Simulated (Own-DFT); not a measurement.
# Energy and forces against displacement in beta-Si3N4, 42 atoms (N24Si18)

All numbers below are calculated, not measured. They come from Own-DFT, an in-house plane-wave density functional program, since retired, whose code no person has reviewed. Each row is one single-point run on a periodic cell that was not relaxed, without spin or spin-orbit coupling.

Settings of every run: PBEsol; PseudoDojo norm-conserving scalar-relativistic files, made for PBE; cutoff 42 hartree; 3 x 3 x 3 k mesh centred on Gamma; Fermi-Dirac smearing of 0.1 eV.

Known limits, some of them of some rows only: some atoms lie very close together; forces on such cells passed a denser k mesh, each cell not checked; stress not checked against mesh or cutoff.

Cell vectors in Å: (7.606, 0.000, 0.000); (-3.803, 6.587, 0.000); (0.000, 0.000, 8.727). In each run every atom was moved at random and independently from its ideal site; u is the rms move along one axis. E is the free energy for each atom above the fitted value at u = 0, and F the rms of the force components.

| run | u (Å) | E (meV/atom) | F (eV/Å) | largest force (eV/Å) | P (GPa) |
|---|---|---|---|---|---|
| 1 | 0.0179 | 15.8 | 0.868 | 2.98 | 3.15 |
| 2 | 0.0198 | 17.5 | 0.897 | 2.68 | 3.11 |
| 3 | 0.0207 | 16.2 | 0.819 | 2.69 | 3.06 |
| 4 | 0.0536 | 132.2 | 2.320 | 12.51 | 6.46 |
| 5 | 0.0547 | 144.3 | 2.445 | 11.35 | 6.15 |
| 6 | 0.1001 | ? | ? | ? | ? |
| 7 | 0.1029 | 437.6 | 3.791 | 17.55 | 13.05 |
| 8 | 0.1407 | 900.2 | 8.015 | 38.04 | 24.67 |

## Worked fit

For small independent moves the energy grows as E = (3/2) K u², with K the mean stiffness felt by one atom. The runs with u up to 0.11 Å give K = 29.7 ± 1.4 eV/Å², with residuals divided by u² + 0.0006 Å², since the noise grows with the moves. The scatter is 8.6 meV/atom at u = 0.05 Å. The forces follow F = G u with G = 43.2 eV/Å²; no force at u = 0 is resolved. G exceeds K because the moves of its neighbours add to the force on an atom, and stiffness differs between atoms. At u = 0.141 Å the parabola gives 883 meV/atom and the run 900. The pressure follows P = 2.97 + 975 u² GPa: at fixed volume, shortened bonds push harder than stretched ones pull.

## Withheld run

Question: what energy and rms force should run 6 give?

The fit gives 447 ± 36 meV/atom and about 4.32 eV/Å. The calculation gave 473.6 meV/atom and 4.548 eV/Å.
